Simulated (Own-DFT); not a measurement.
# How strain changes the stress of diamond-structure GeSn with randomly placed atoms, 64 atoms (Ge52Sn12)

All numbers below are calculated, not measured. They come from Own-DFT, an in-house plane-wave density functional program, since retired, whose code no person has reviewed. Each row is one single-point run on a periodic cell that was not relaxed, without spin or spin-orbit coupling.

Settings of every run: PBE; PseudoDojo norm-conserving scalar-relativistic files; cutoff 49 hartree; 3 x 3 x 3 k mesh centred on Gamma; Fermi-Dirac smearing of 0.1 eV.

Known limits: forces on such cells moved up to 12 meV/angstrom on a denser k mesh; stress not checked against mesh or cutoff.

Unstrained cell vectors in Å: (11.628, 0.000, 0.000); (0.000, 11.628, 0.000); (0.000, 0.000, 11.628). The unstrained cell has measured lattice constants (interpolated for alloys), not those of this functional. That, the random moves and any unrelaxed bonds set the pressure at no strain. Each run strains this cell uniformly, with the atoms carried along. Every atom was also moved at random, by a Gaussian of width 0.05 Å on each axis. The random placing of the alloy's atoms differs from row to row. Strain is the symmetric tensor, in per cent. Stress is positive in tension, and the pressure is minus a third of its trace.

```
run  e_xx (%)  e_yy (%)  e_zz (%)  s_xx (GPa)  s_yy (GPa)  s_zz (GPa)  P (GPa)  E (meV/atom)
  1      3.00      3.00      0.00       -1.08       -0.97       -2.55     1.53           5.6
  2      2.00      2.00      0.00       -2.44       -2.44       -3.52     2.80          18.8
  3      2.50      2.50      0.00       -1.60       -1.61       -2.82     2.01           0.0
  4     -2.00     -2.00      0.00       -9.23       -9.27       -7.99     8.83          86.0
  5      1.00      1.00      0.00       -3.76       -3.71       -4.26     3.91          13.9
  6     -3.00     -3.00      0.00      -11.64      -11.41      -10.11    11.05         137.6
  7      1.25      1.25      0.00       -3.56       -3.44       -4.34     3.78          28.0
  8      0.75      0.75      0.00       -4.51       -4.40       -4.67     4.53          35.2
  9     -1.25     -1.25      0.00           ?           ?           ?        ?             ?
```

E is the free energy for each atom above the lowest run shown.

## Worked fit

The change of volume is close to e_xx + e_yy + e_zz. A straight line through the runs shown gives P = 5.93 - 79 x (fractional change of volume) GPa, with an error of 3 on the slope and a scatter of 0.34 GPa. The strain isn't the same on all axes, but the crystal is cubic, so the slope still estimates the bulk modulus, averaged over pressures from 1.5 to 11.0 GPa.

## Withheld run

Question: what pressure should run 9 give? Its volume changes by -2.48 %.

The line gives 7.9 GPa. The calculation gave 7.32 GPa.
